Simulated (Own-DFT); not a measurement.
HfO2 (monoclinic hafnia, atoms displaced) (calculated)

All values are calculated (Own-DFT development build). A calculation, not a measurement: plane-wave density functional theory by an unreviewed code, no spin, of a simulated periodic cell, stress positive in tension, run twice, with PBE and with PBEsol, both on files made for PBE, so the change isn't that of files made for PBEsol, hafnium file: forces about 75 meV/angstrom off all-electron values; oxygen file: force components 24 meV/angstrom off all-electron in one glass; forces on such cells passed a denser k mesh, this cell's mesh not checked; the far tail of each file's local potential was reset to the Coulomb form; each entry is a single point on an unrelaxed cell, so the pressure reflects the starting lattice, mostly measured values (interpolated for alloys), from which strain is counted, and rises with the displacements; printed positions are rounded, which can move forces by about a meV/angstrom; the program, named Own-DFT, is a retired in-house code; no spin-orbit coupling; stress was not checked against mesh or cutoff.

```cif
# cell vector a (Å): 10.2340 0.0000 0.0000
# cell vector b (Å): 0.0000 10.3500 0.0000
# cell vector c (Å): -1.6955 0.0000 10.4453
data_HfO2
_symmetry_space_group_name_H-M 'P 1'
_symmetry_Int_Tables_number 1
_cell_length_a 10.2340
_cell_length_b 10.3500
_cell_length_c 10.5820
_cell_angle_alpha 90.000
_cell_angle_beta 99.220
_cell_angle_gamma 90.000
_cell_volume 1106.39
loop_
_atom_site_label
_atom_site_type_symbol
_atom_site_fract_x
_atom_site_fract_y
_atom_site_fract_z
_atom_site_occupancy
Hf1 Hf 0.13067 0.01761 0.10580 1
Hf2 Hf 0.35645 0.23838 0.16063 1
Hf3 Hf 0.36882 0.46055 0.41668 1
Hf4 Hf 0.13774 0.24680 0.36436 1
O1 O 0.05238 0.18676 0.17510 1
O2 O 0.45317 0.41782 0.07262 1
O3 O 0.48012 0.35369 0.33882 1
O4 O 0.02275 0.07972 0.42940 1
O5 O 0.22740 0.40585 0.25032 1
O6 O 0.27088 0.11352 0.01083 1
O7 O 0.28585 0.10868 0.25694 1
O8 O 0.22618 0.36330 0.49335 1
Hf5 Hf 0.15487 0.02169 0.60482 1
Hf6 Hf 0.35674 0.28178 0.65013 1
Hf7 Hf 0.35241 0.50103 0.88685 1
Hf8 Hf 0.10479 0.22118 0.84439 1
O9 O 0.01967 0.17779 0.66171 1
O10 O 0.48380 0.41092 0.57241 1
O11 O 0.44998 0.33869 0.83110 1
O12 O 0.04037 0.06500 0.93211 1
O13 O 0.22695 0.37486 0.73637 1
O14 O 0.26517 0.13355 0.48453 1
O15 O 0.27626 0.12388 0.75635 1
O16 O 0.22305 0.37384 0.98327 1
Hf9 Hf 0.15592 0.53298 0.08879 1
Hf10 Hf 0.35733 0.76819 0.16378 1
Hf11 Hf 0.36078 0.96971 0.40601 1
Hf12 Hf 0.13156 0.72782 0.36174 1
O17 O 0.02308 0.63365 0.17625 1
O18 O 0.46673 0.93701 0.08516 1
O19 O 0.48853 0.83900 0.31389 1
O20 O 0.04662 0.59352 0.42447 1
O21 O 0.22455 0.87896 0.24599 1
O22 O 0.27548 0.63417 0.00114 1
O23 O 0.25940 0.62614 0.24966 1
O24 O 0.23759 0.86229 0.49169 1
Hf13 Hf 0.13909 0.53620 0.60015 1
Hf14 Hf 0.37069 0.78489 0.63341 1
Hf15 Hf 0.35137 0.97298 0.88350 1
Hf16 Hf 0.15081 0.72434 0.84025 1
O25 O 0.03917 0.68323 0.68572 1
O26 O 0.45640 0.91842 0.56592 1
O27 O 0.45351 0.82386 0.84551 1
O28 O 0.01588 0.58902 0.93070 1
O29 O 0.21834 0.87936 0.74614 1
O30 O 0.27304 0.62454 0.50042 1
O31 O 0.27724 0.62129 0.76724 1
O32 O 0.22592 0.86261 0.97822 1
Hf17 Hf 0.63362 0.00893 0.09001 1
Hf18 Hf 0.87685 0.26875 0.13440 1
Hf19 Hf 0.87252 0.47620 0.39330 1
Hf20 Hf 0.62758 0.23643 0.33399 1
O33 O 0.54536 0.16872 0.15695 1
O34 O 0.96672 0.39340 0.08260 1
O35 O 0.94513 0.32383 0.32185 1
O36 O 0.52921 0.08761 0.42045 1
O37 O 0.73925 0.39495 0.23685 1
O38 O 0.77172 0.10919 0.00341 1
O39 O 0.78454 0.14093 0.26844 1
O40 O 0.70954 0.37901 0.47743 1
Hf21 Hf 0.64464 0.02190 0.60757 1
Hf22 Hf 0.85091 0.27843 0.63162 1
Hf23 Hf 0.86565 0.49031 0.89106 1
Hf24 Hf 0.64475 0.23644 0.85643 1
O41 O 0.53198 0.18516 0.67276 1
O42 O 0.94370 0.40366 0.55076 1
O43 O 0.93930 0.34851 0.81318 1
O44 O 0.54012 0.08175 0.93071 1
O45 O 0.73796 0.37547 0.74103 1
O46 O 0.77763 0.12596 0.51422 1
O47 O 0.78598 0.11054 0.75989 1
O48 O 0.71085 0.37728 0.96449 1
Hf25 Hf 0.63977 0.52339 0.11969 1
Hf26 Hf 0.85818 0.75681 0.13483 1
Hf27 Hf 0.84787 0.00379 0.36647 1
Hf28 Hf 0.63112 0.72830 0.37844 1
O49 O 0.53891 0.66517 0.18739 1
O50 O 0.95144 0.90940 0.08194 1
O51 O 0.98024 0.81306 0.32943 1
O52 O 0.51204 0.60668 0.40993 1
O53 O 0.72015 0.87629 0.23911 1
O54 O 0.78757 0.62279 0.01174 1
O55 O 0.79290 0.61986 0.26559 1
O56 O 0.73139 0.86819 0.48842 1
Hf29 Hf 0.63350 0.50869 0.63106 1
Hf30 Hf 0.86350 0.76518 0.63634 1
Hf31 Hf 0.85689 0.97271 0.90780 1
Hf32 Hf 0.64529 0.73347 0.85796 1
O57 O 0.54494 0.68110 0.66680 1
O58 O 0.98002 0.90186 0.57446 1
O59 O 0.95542 0.83115 0.82562 1
O60 O 0.53539 0.58692 0.90486 1
O61 O 0.73404 0.85544 0.74390 1
O62 O 0.76309 0.64216 0.49654 1
O63 O 0.78792 0.63766 0.75261 1
O64 O 0.71281 0.87197 0.97624 1
_calc_functional 'PBE, then PBEsol'
_calc_potential_files 'PseudoDojo norm-conserving, scalar-relativistic, standard set'
_calc_wave_cutoff 72  # hartree
_calc_occupations 'Fermi-Dirac'
_calc_smearing_width 0.1  # eV
_calc_k_mesh '2 x 2 x 2 centred on Gamma'
_calc_PBE_pressure 13.81  # GPa
_calc_PBE_stress_xx -13.46  # GPa
_calc_PBE_stress_yy -14.36  # GPa
_calc_PBE_stress_zz -13.62  # GPa
_calc_PBE_stress_yz 2.76  # GPa
_calc_PBE_stress_xz -2.27  # GPa
_calc_PBE_stress_xy -0.45  # GPa
_calc_PBEsol_pressure 7.31  # GPa
_calc_PBEsol_stress_xx -6.95  # GPa
_calc_PBEsol_stress_yy -7.89  # GPa
_calc_PBEsol_stress_zz -7.1  # GPa
_calc_PBEsol_stress_yz 2.7  # GPa
_calc_PBEsol_stress_xz -1.9  # GPa
_calc_PBEsol_stress_xy -0.42  # GPa
_calc_rms_change_of_force_components_from_PBE_to_PBEsol 0.076  # eV/angstrom
```

Force:
```csv
force element,PBE force x (eV/Å),PBE force y (eV/Å),PBE force z (eV/Å),PBEsol force x (eV/Å),PBEsol force y (eV/Å),PBEsol force z (eV/Å)
Hf,1.237,-0.74,0.99,1.242,-0.647,0.915
Hf,1.703,4.5,-4.733,1.667,4.348,-4.631
Hf,-0.119,6.111,-4.976,-0.096,5.956,-4.852
Hf,-2.787,-2.346,-3.833,-2.704,-2.332,-3.759
O,1.364,-2.729,-0.169,1.306,-2.646,-0.125
O,1.315,0.662,1.335,1.3,0.694,1.258
O,-0.044,-2.549,-2.526,-0.039,-2.52,-2.445
O,2.434,1.582,-0.789,2.359,1.536,-0.726
O,-0.041,-3.846,0.705,-0.002,-3.762,0.729
O,-0.18,1.234,0.37,-0.229,1.172,0.415
O,-1.217,-0.067,1.271,-1.213,-0.037,1.211
O,-0.413,2.245,2.159,-0.318,2.182,2.099
Hf,-5.513,-0.611,-1.952,-5.397,-0.585,-1.943
Hf,1.631,-2.389,2.259,1.602,-2.286,2.265
Hf,4.172,-7.574,5.101,4.075,-7.453,5.011
Hf,1.82,1.889,0.981,1.758,1.809,0.893
O,2.515,-1.34,1.318,2.44,-1.265,1.371
O,-3.02,-1.854,1.737,-2.971,-1.803,1.649
O,1.807,-0.405,-1.228,1.745,-0.386,-1.286
O,-0.832,1.828,-1.762,-0.801,1.787,-1.655
O,-2.557,2.345,-0.758,-2.388,2.297,-0.75
O,0.752,-1.172,2.741,0.653,-1.166,2.664
O,-0.872,-0.188,-0.928,-0.912,-0.209,-0.933
O,-1.617,-0.727,-0.631,-1.536,-0.639,-0.616
Hf,-3.156,-3.182,3.059,-3.075,-3.069,2.996
Hf,2.363,0.338,-1.342,2.293,0.351,-1.226
Hf,1.566,2.749,-6.748,1.52,2.671,-6.581
Hf,4.839,0.812,-4.387,4.746,0.747,-4.318
O,-0.142,1.465,-0.498,-0.121,1.476,-0.487
O,-3.389,-2.798,-0.645,-3.26,-2.702,-0.697
O,-5.589,4.058,0.996,-5.514,3.905,0.937
O,-3.906,-5.326,3.15,-3.797,-5.21,3.127
O,0.116,0.341,-0.244,0.206,0.327,-0.234
O,0.792,0.788,0.002,0.695,0.723,-0.032
O,1.965,1.489,0.062,1.869,1.488,-0.001
O,-1.958,0.798,0.803,-1.832,0.787,0.796
Hf,-0.725,-1.178,0.433,-0.645,-1.068,0.362
Hf,-0.483,-5.304,4.111,-0.462,-5.14,4.012
Hf,1.296,2.046,4.597,1.228,1.92,4.533
Hf,-4.356,4.158,5.478,-4.206,4.07,5.332
O,1.535,-4.705,-4.07,1.523,-4.562,-3.936
O,3.897,1.664,3.174,3.771,1.611,3.037
O,1.327,-0.372,-2.379,1.285,-0.33,-2.382
O,4.577,1.999,-0.265,4.465,1.906,-0.215
O,1.107,0.405,-2.793,1.137,0.393,-2.707
O,0.817,-0.022,3.451,0.7,-0.025,3.38
O,0.117,1.778,-5.98,0.021,1.743,-5.803
O,-0.458,0.723,1.833,-0.375,0.721,1.738
Hf,0.152,-0.046,2.604,0.114,-0.012,2.479
Hf,-5.269,-2.951,1.445,-5.112,-2.848,1.511
Hf,-3.428,2.767,-3.973,-3.388,2.618,-3.903
Hf,1.532,-0.251,2.434,1.492,-0.273,2.375
O,-1.579,1.729,1.796,-1.589,1.683,1.84
O,3.659,5.676,-3.637,3.548,5.549,-3.569
O,3.289,-0.707,1.275,3.203,-0.687,1.192
O,0.654,0.329,0.344,0.643,0.292,0.38
O,-1.601,-1.991,-0.758,-1.515,-1.919,-0.715
O,1.386,3.574,1.09,1.293,3.45,1.025
O,-1.094,1.413,-2.926,-1.096,1.386,-2.813
O,0.243,-0.061,1.071,0.295,-0.073,1.058
Hf,1.433,0.585,-0.545,1.454,0.643,-0.587
Hf,-1.518,-2.532,-0.357,-1.474,-2.44,-0.329
Hf,-3.458,0.105,1.045,-3.402,0.084,1.017
Hf,-2.625,-2.486,-0.603,-2.549,-2.447,-0.611
O,1.284,-2.133,-0.309,1.248,-2.043,-0.242
O,4.782,1.938,3.827,4.615,1.879,3.689
O,5.593,-3.639,0.472,5.436,-3.591,0.413
O,-1.14,0.993,-3.837,-1.076,0.94,-3.666
O,-3.678,1.057,-1.316,-3.556,1.037,-1.29
O,-0.896,-0.296,-0.892,-0.912,-0.302,-0.858
O,-1.362,0.576,-0.314,-1.412,0.563,-0.322
O,0.971,0.717,2.712,0.999,0.683,2.591
Hf,-1.959,-0.327,-2.15,-1.894,-0.289,-2.084
Hf,0.786,-0.951,4.722,0.775,-0.941,4.651
Hf,1.231,-6.275,5.522,1.165,-6.099,5.457
Hf,4.129,0.773,-5.218,4.046,0.717,-5.163
O,0.049,-0.545,-1.773,0.062,-0.535,-1.655
O,1.768,1.326,0.785,1.706,1.302,0.688
O,-5.07,4.383,-1.495,-4.912,4.217,-1.511
O,-3.46,-4.103,2.804,-3.361,-4.025,2.751
O,1.656,0.714,-1.044,1.665,0.716,-1.027
O,-2.253,0.019,-0.88,-2.221,0.035,-0.845
O,-1.293,1.152,-0.822,-1.291,1.113,-0.823
O,-0.874,3.348,1.376,-0.839,3.244,1.36
Hf,3.476,3.717,-2.899,3.412,3.645,-2.88
Hf,-0.588,3.48,-0.515,-0.614,3.451,-0.456
Hf,1.606,-1.36,-4.409,1.536,-1.375,-4.286
Hf,-0.964,-1.444,-1.377,-0.912,-1.424,-1.384
O,-1.276,-0.355,-0.389,-1.246,-0.348,-0.314
O,1.259,1.271,0.443,1.231,1.23,0.451
O,1.7,0.085,1.166,1.621,0.064,1.08
O,0.092,-0.574,0.707,0.069,-0.541,0.7
O,-2.206,3.891,-1.654,-2.086,3.748,-1.587
O,2.484,-4.047,4.139,2.386,-3.897,4.058
O,-1.229,-4.364,1.85,-1.247,-4.234,1.838
O,-0.084,-0.764,1.989,-0.023,-0.723,1.926
```
